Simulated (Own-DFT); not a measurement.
# Which defects push the lattice out? D0_22 TiAl3

Calculated, not measured: single-point runs of Own-DFT, a retired in-house plane-wave DFT program that no person has reviewed, on unrelaxed cells, without spin or spin-orbit coupling.

All runs used: PBE; PseudoDojo norm-conserving scalar-relativistic files; cutoff 42 hartree; 4 x 4 x 4 k mesh centred on Gamma; cold (Marzari-Vanderbilt) smearing of 0.2 eV.

Limits: forces on such cells failed a check on a denser k mesh; stress not checked against mesh or cutoff.

All runs share one cell, with vectors in Å (-2.365, -6.981, 4.326); (-7.667, 3.491, 1.442); (-2.950, -3.488, -7.241) and a volume of 625.4 Å³. Atoms were moved at random from their sites; u is the rms move along one axis. The defect's site can differ from row to row.

```
                     cell   formula   u (Å)  P (GPa)
                no defect  Al30Ti10  0.0174     1.94
                no defect  Al30Ti10  0.0499     2.71
                no defect  Al30Ti10  0.0517     2.74
 two Al on a Ti site each   Al32Ti8  0.0294     2.90
 two Al on a Ti site each   Al32Ti8  0.0297     2.90
 two Al on a Ti site each   Al32Ti8  0.0550     3.50
two Ti on an Al site each  Al28Ti12  0.0310     3.30
two Ti on an Al site each  Al28Ti12  0.0520     3.81
two Ti on an Al site each  Al28Ti12  0.0551     3.99
         two Al vacancies  Al28Ti10  0.0290     1.18
         two Al vacancies  Al28Ti10  0.0315     1.36
         two Al vacancies  Al28Ti10  0.0455        ?
         two Al vacancies  Al28Ti10  0.0511     1.66
```

## What the rows give

P = P0 + c u² + a shift for each defect gives P0 = 1.92 GPa, c = 301 ± 20 GPa/Å² and a scatter of 0.07 GPa. The shifts, and each times the cell's volume:

- two Ti on an Al site each: 1.11 ± 0.05 GPa, 4.3 eV (2.2 eV for each of its 2 sites)
- two Al on a Ti site each: 0.70 ± 0.05 GPa, 2.7 eV (1.4 eV for each of its 2 sites)
- two Al vacancies: -0.96 ± 0.05 GPa, -3.8 eV (-1.9 eV for each of its 2 sites)

A positive shift means that the defect pushes the cell outwards. Shift times volume (160.2 GPa Å³ is 1 eV) depends little on the cell's size, so, taken for each site, it can be compared between cells at like pressure. The atoms around the defects weren't relaxed, which would change these numbers.

## Test on the hidden row

Asked: what pressure belongs in the blank (two Al vacancies, u = 0.0455 Å)?

The fit gives 1.58 ± 0.08 GPa. DFT gave 1.74 GPa.
